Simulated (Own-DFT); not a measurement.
Simulation results for GaN (wurtzite, strained, atoms displaced)

Computed with Own-DFT development build. A calculation, not a measurement: plane-wave PBE density functional theory by an unreviewed code, no spin, of a simulated periodic cell, stress positive in tension, free energy of the whole cell less one offset for each atom, forces on such cells passed a denser k mesh, this cell's mesh not checked; offsets are fitted by least squares, one for each functional and potential file, so energies compare only between cells with the same atoms and settings and are not formation energies; the far tail of each file's local potential was reset to the Coulomb form; each entry is a single point on an unrelaxed cell, so the pressure reflects the starting lattice, mostly measured values (interpolated for alloys), from which strain is counted, and rises with the displacements; printed positions are rounded, which can move forces by about a meV/angstrom; the program, named Own-DFT, is a retired in-house code; no spin-orbit coupling.

```json
{"formula": "GaN", "kind": "wurtzite, strained, atoms displaced", "structure": {"cell_angstrom": [[12.756, 0.0, 0.0], [-4.7835, 8.2853, 0.0], [0.0, 0.0, 10.6811]], "atoms_fractional": [["Ga", 0.07293, 0.20102, 0.00427], ["Ga", 0.15631, 0.10921, 0.24455], ["N", 0.08541, 0.22476, 0.17965], ["N", 0.16902, 0.11657, 0.43462], ["Ga", 0.08226, 0.22159, 0.49687], ["Ga", 0.16669, 0.11116, 0.75448], ["N", 0.07934, 0.2141, 0.68791], ["N", 0.17124, 0.11151, 0.93717], ["Ga", 0.08068, 0.55228, 0.00428], ["Ga", 0.16132, 0.43872, 0.25172], ["N", 0.08424, 0.55619, 0.18529], ["N", 0.15953, 0.44083, 0.44251], ["Ga", 0.08211, 0.55474, 0.49417], ["Ga", 0.15902, 0.44484, 0.75578], ["N", 0.09175, 0.56442, 0.69302], ["N", 0.16761, 0.44123, 0.93536], ["Ga", 0.08944, 0.89481, 0.99777], ["Ga", 0.17238, 0.78542, 0.24502], ["N", 0.07633, 0.8898, 0.18784], ["N", 0.16439, 0.77857, 0.43834], ["Ga", 0.07773, 0.88669, 0.4961], ["Ga", 0.16995, 0.78563, 0.74997], ["N", 0.07898, 0.88845, 0.69566], ["N", 0.17316, 0.77823, 0.93831], ["Ga", 0.3299, 0.2202, 0.00288], ["Ga", 0.41465, 0.10782, 0.25603], ["N", 0.32856, 0.21871, 0.1827], ["N", 0.41954, 0.11026, 0.44176], ["Ga", 0.33344, 0.22054, 0.50087], ["Ga", 0.4174, 0.10634, 0.7437], ["N", 0.33159, 0.2212, 0.68814], ["N", 0.41937, 0.11513, 0.94101], ["Ga", 0.3314, 0.55401, 0.99526], ["Ga", 0.41454, 0.44735, 0.25982], ["N", 0.33694, 0.55857, 0.1861], ["N", 0.41399, 0.45417, 0.43011], ["Ga", 0.33548, 0.55894, 0.50342], ["Ga", 0.42727, 0.45383, 0.75149], ["N", 0.33562, 0.55936, 0.68936], ["N", 0.40921, 0.43814, 0.94649], ["Ga", 0.33034, 0.8815, 0.00154], ["Ga", 0.40875, 0.78395, 0.24884], ["N", 0.33432, 0.88214, 0.19364], ["N", 0.41115, 0.77612, 0.43726], ["Ga", 0.3361, 0.89554, 0.50082], ["Ga", 0.41533, 0.77711, 0.75159], ["N", 0.33789, 0.87605, 0.68034], ["N", 0.42343, 0.77931, 0.93018], ["Ga", 0.58051, 0.21842, 0.99933], ["Ga", 0.6743, 0.10864, 0.25552], ["N", 0.58486, 0.22551, 0.19093], ["N", 0.66066, 0.10371, 0.4432], ["Ga", 0.58391, 0.21958, 0.49823], ["Ga", 0.66287, 0.11627, 0.74885], ["N", 0.58865, 0.22458, 0.68356], ["N", 0.67041, 0.10986, 0.94146], ["Ga", 0.5862, 0.54929, 0.0041], ["Ga", 0.66719, 0.44089, 0.25004], ["N", 0.57305, 0.54167, 0.18493], ["N", 0.67481, 0.45069, 0.44395], ["Ga", 0.58583, 0.55191, 0.50271], ["Ga", 0.66307, 0.44218, 0.75141], ["N", 0.58061, 0.5551, 0.69409], ["N", 0.66782, 0.44216, 0.94738], ["Ga", 0.5844, 0.8958, 0.00431], ["Ga", 0.65305, 0.77233, 0.24425], ["N", 0.5954, 0.89514, 0.18031], ["N", 0.67274, 0.78688, 0.43239], ["Ga", 0.58928, 0.89563, 0.49477], ["Ga", 0.67282, 0.7801, 0.74968], ["N", 0.57668, 0.87449, 0.69056], ["N", 0.66872, 0.77773, 0.93703], ["Ga", 0.83937, 0.22776, 0.99352], ["Ga", 0.91423, 0.10776, 0.24747], ["N", 0.83523, 0.22776, 0.18404], ["N", 0.90452, 0.09969, 0.43701], ["Ga", 0.83059, 0.2193, 0.50855], ["Ga", 0.91681, 0.11058, 0.7541], ["N", 0.83695, 0.23029, 0.69246], ["N", 0.91415, 0.1104, 0.93756], ["Ga", 0.83269, 0.54528, 0.00111], ["Ga", 0.91706, 0.44137, 0.25356], ["N", 0.83016, 0.54954, 0.18196], ["N", 0.9164, 0.45117, 0.44256], ["Ga", 0.83285, 0.5609, 0.49922], ["Ga", 0.9163, 0.44096, 0.75397], ["N", 0.82702, 0.55106, 0.69131], ["N", 0.91341, 0.44003, 0.93041], ["Ga", 0.83674, 0.88931, 0.00745], ["Ga", 0.91493, 0.764, 0.25179], ["N", 0.83025, 0.89186, 0.19285], ["N", 0.90953, 0.77055, 0.44355], ["Ga", 0.83438, 0.88538, 0.50953], ["Ga", 0.92016, 0.7921, 0.74604], ["N", 0.82808, 0.89393, 0.68711], ["N", 0.91341, 0.7766, 0.93944]]}, "settings": {"functional": "PBE", "potential_files": "PseudoDojo norm-conserving, scalar-relativistic, standard set with the stringent files for Ga", "wave_cutoff [hartree]": 96.0, "occupations": "Gaussian", "smearing_width [eV]": 0.01, "k_mesh": "3 x 4 x 3 centred on Gamma"}, "results": {"free_energy_of_cell_above_offsets [eV]": "-4.641", "pressure [GPa]": 1.67, "stress_xx [GPa]": -4.89, "stress_yy [GPa]": -4.21, "stress_zz [GPa]": 4.09, "stress_yz [GPa]": 0.22, "stress_xz [GPa]": -0.23, "stress_xy [GPa]": 0.48, "force_element": ["Ga", "Ga", "N", "N", "Ga", "Ga", "N", "N", "Ga", "Ga", "N", "N", "Ga", "Ga", "N", "N", "Ga", "Ga", "N", "N", "Ga", "Ga", "N", "N", "Ga", "Ga", "N", "N", "Ga", "Ga", "N", "N", "Ga", "Ga", "N", "N", "Ga", "Ga", "N", "N", "Ga", "Ga", "N", "N", "Ga", "Ga", "N", "N", "Ga", "Ga", "N", "N", "Ga", "Ga", "N", "N", "Ga", "Ga", "N", "N", "Ga", "Ga", "N", "N", "Ga", "Ga", "N", "N", "Ga", "Ga", "N", "N", "Ga", "Ga", "N", "N", "Ga", "Ga", "N", "N", "Ga", "Ga", "N", "N", "Ga", "Ga", "N", "N", "Ga", "Ga", "N", "N", "Ga", "Ga", "N", "N"], "force_x [eV/angstrom]": [0.797, 1.982, -1.283, -0.381, -0.672, -0.068, -0.016, -1.169, 0.652, 1.041, -0.395, 1.044, -0.155, 1.99, -1.803, -1.161, -0.744, -1.552, 1.318, 0.183, 0.653, 0.441, 1.403, -1.427, 1.028, -0.119, 0.11, -0.781, -0.432, -0.208, 0.713, -0.535, 0.285, -0.176, -1.195, 1.536, -0.919, -3.059, -0.133, 1.579, 1.553, 4.252, -2.55, 0.716, -0.102, 1.272, -2.499, -1.186, 0.833, -1.182, 0.257, 0.816, 0.094, 1.759, -1.597, -0.732, -1.637, -0.795, 1.006, -1.608, -1.013, 0.545, 2.05, 0.026, 0.99, 2.791, -3.026, -0.396, -0.643, -2.018, 0.832, 0.075, -1.009, -0.309, 0.627, 1.114, 0.26, -0.347, -0.145, 0.548, -0.472, -0.261, 0.629, 0.061, 1.075, -0.202, 0.689, 0.798, -1.083, -1.58, 0.828, 0.745, -1.109, -0.975, 1.656, 1.203], "force_y [eV/angstrom]": [2.152, 0.292, -0.3, -0.863, -0.605, 0.555, 0.725, -0.427, -0.152, 1.103, 0.23, 0.153, 0.674, -0.444, -0.395, -0.619, -1.428, -0.887, -0.504, 0.49, 0.487, -0.649, 0.71, -0.396, 0.539, 1.06, -0.409, 0.806, 0.716, 0.041, 0.088, -1.27, 0.329, -0.75, 0.074, -1.217, 0.132, -1.484, -1.307, 0.657, 1.146, -2.559, 2.568, 0.727, -1.658, -0.842, 2.13, 0.008, 0.153, 0.526, -1.594, 2.181, 0.973, -1.788, -0.012, 0.95, 0.763, 0.516, 1.106, -1.567, 1.135, 0.402, 0.558, -0.56, -1.094, -1.119, 0.55, -1.495, -2.953, -0.484, 2.092, -0.181, -0.897, 0.339, -0.266, 1.343, 0.495, 0.459, -1.624, -0.502, 1.323, 0.445, 0.079, -1.214, -1.124, 2.025, 1.115, 0.896, -0.777, 1.001, -1.387, 1.541, 0.369, -2.414, 0.182, 0.105], "force_z [eV/angstrom]": [-1.448, 0.836, 1.197, -0.152, 0.837, -0.512, -0.105, -0.035, -1.113, -0.14, 0.627, -1.128, 1.541, -0.668, -1.047, 0.934, 0.092, 1.019, -0.345, -0.545, 0.534, -0.023, -1.512, -0.004, 0.017, -0.967, 1.733, -0.578, 0.037, 0.739, -0.263, -0.885, 0.756, -2.856, 0.177, 2.709, 0.509, 1.309, -0.113, -1.545, -0.284, 1.476, -2.091, -0.58, -0.095, -0.03, 0.589, 1.686, 0.869, -0.677, 0.216, -1.128, 0.312, 0.864, -0.03, -0.942, -0.407, 0.26, 1.02, -1.276, -0.391, 0.722, -1.518, -1.56, -1.48, 1.003, 0.955, 0.526, 1.623, 1.37, -0.963, 0.458, 1.037, 0.694, 0.165, 0.029, -0.476, -0.338, -0.432, -0.11, -0.592, 0.052, 1.083, -0.727, 2.049, -1.272, -0.32, 1.353, -0.177, -0.108, -0.502, -1.099, -1.649, 1.482, 0.048, -0.306]}}
```
